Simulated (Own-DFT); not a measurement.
## Calculated data, Si₃N₄ (beta silicon nitride, atoms displaced)

A calculation, not a measurement: plane-wave PBE density functional theory by an unreviewed code, no spin, of a simulated periodic cell, stress positive in tension, free energy of the whole cell less one offset for each atom, forces on such cells passed a denser k mesh, this cell's mesh not checked; offsets are fitted by least squares, one for each functional and potential file, so energies compare only between cells with the same atoms and settings and are not formation energies; the far tail of each file's local potential was reset to the Coulomb form; each entry is a single point on an unrelaxed cell, so the pressure reflects the starting lattice, mostly measured values (interpolated for alloys), from which strain is counted, and rises with the displacements; printed positions are rounded, which can move forces by about a meV/angstrom; the program, named Own-DFT, is a retired in-house code; no spin-orbit coupling. Program: Own-DFT development build.

```xyz
42
Lattice="7.6060 0.0000 0.0000 -3.8030 6.5870 0.0000 0.0000 0.0000 8.7270" Properties=species:S:1:pos:R:3:force_x:R:1:force_y:R:1:force_z:R:1 formula=Si3N4 functional=PBE potential_files=PseudoDojo_norm-conserving,scalar-relativistic,standard_set wave_cutoff=42 occupations=Fermi-Dirac smearing_width=0.1 k_mesh=3_x_3_x_3_centred_on_Gamma free_energy_of_cell_above_offsets=-7.251 pressure=5.56 stress_xx=-4.38 stress_yy=-5.33 stress_zz=-6.98 stress_yz=-0.95 stress_xz=0.21 stress_xy=1.38
Si    -1.6187     5.0723     0.7124      0.856     -0.045      0.536
Si     0.1963     2.6777     0.7314     -0.285      0.572      0.037
Si     1.3656     5.4650     0.7241     -0.018     -1.448      0.164
Si     5.4085     1.5187     2.1854     -1.485      0.048     -0.412
Si     3.5670     3.9387     2.1989      1.495     -0.775     -1.224
Si     2.3601     1.1717     2.1872      2.339     -0.317     -0.403
N      2.4139     0.2248     0.7301     -0.402      -0.45     -0.127
N      6.1983     1.9867     0.7082      1.334      0.187      1.184
N      2.7906     4.4239     0.7086     -0.895      0.622      1.406
N      1.3842     6.3592     2.1844       0.47        1.3      0.153
N     -2.4012     4.5915     2.1793     -0.651      0.248      0.267
N      1.0147     2.1930     2.1666     -0.735      0.103       0.84
N      0.0031     4.3803     0.7504     -0.273      0.615     -0.261
N      3.8025     2.2139     2.2146     -0.607     -0.543     -0.166
Si    -1.5815     5.0763     3.6545      -0.89     -1.183     -0.681
Si     0.1926     2.6947     3.6301      0.217     -0.157      0.197
Si     1.4146     5.4501     3.6430     -0.978     -1.225     -0.666
Si     5.4261     1.4953     5.0889     -0.985       1.14     -0.284
Si     3.5957     3.8945     5.1273      -0.71      0.299     -0.568
Si     2.3839     1.1590     5.0849      1.444     -0.107     -0.129
N      2.4230     0.1781     3.6165     -0.534      1.334      0.915
N      6.2159     1.9998     3.6173      0.554     -0.466      0.606
N      2.8135     4.4339     3.6161     -0.816      0.287      1.741
N      1.4133     6.3776     5.0739      0.188      0.263      0.607
N     -2.4586     4.5826     5.0949      1.342       1.17      0.131
N      1.0086     2.1903     5.1177      0.234     -0.387     -1.249
N     -0.0177     4.3797     3.6233      1.252      0.892       0.42
N      3.8105     2.2032     5.0864     -0.348     -1.198      0.195
Si    -1.5745     5.1010     6.5263     -1.232     -1.429      0.672
Si     0.2400     2.6180     6.5690     -0.964      2.392      0.174
Si     1.3906     5.4467     6.5385     -1.202     -0.496      0.645
Si     5.4458     1.5512     8.0033      -2.21     -0.665     -0.907
Si     3.5505     3.9162     8.0264      1.599     -0.194     -0.749
Si     2.4123     1.1519     7.9860      0.902      0.523       1.28
N      2.3841     0.2144     6.5676     -0.148      0.318     -1.285
N      6.2343     2.0104     6.5268      0.075     -0.775      0.339
N      2.7504     4.4182     6.5757      0.621     -0.384     -0.791
N      1.4224     6.3741     8.0152      0.099      1.389     -0.961
N     -2.4104     4.6002     7.9981     -0.866      0.041     -0.611
N      1.0215     2.1846     8.0354      0.091     -0.409     -0.622
N     -0.0355     4.4014     6.5550      1.831     -0.595     -0.217
N      3.7984     2.2086     8.0033      0.295     -0.495     -0.198
```

Units: wave_cutoff in hartree; smearing_width, free_energy_of_cell_above_offsets in eV; pressure, stress_xx, stress_yy, stress_zz, stress_yz, stress_xz, stress_xy in GPa; force_x, force_y, force_z in eV/Å.
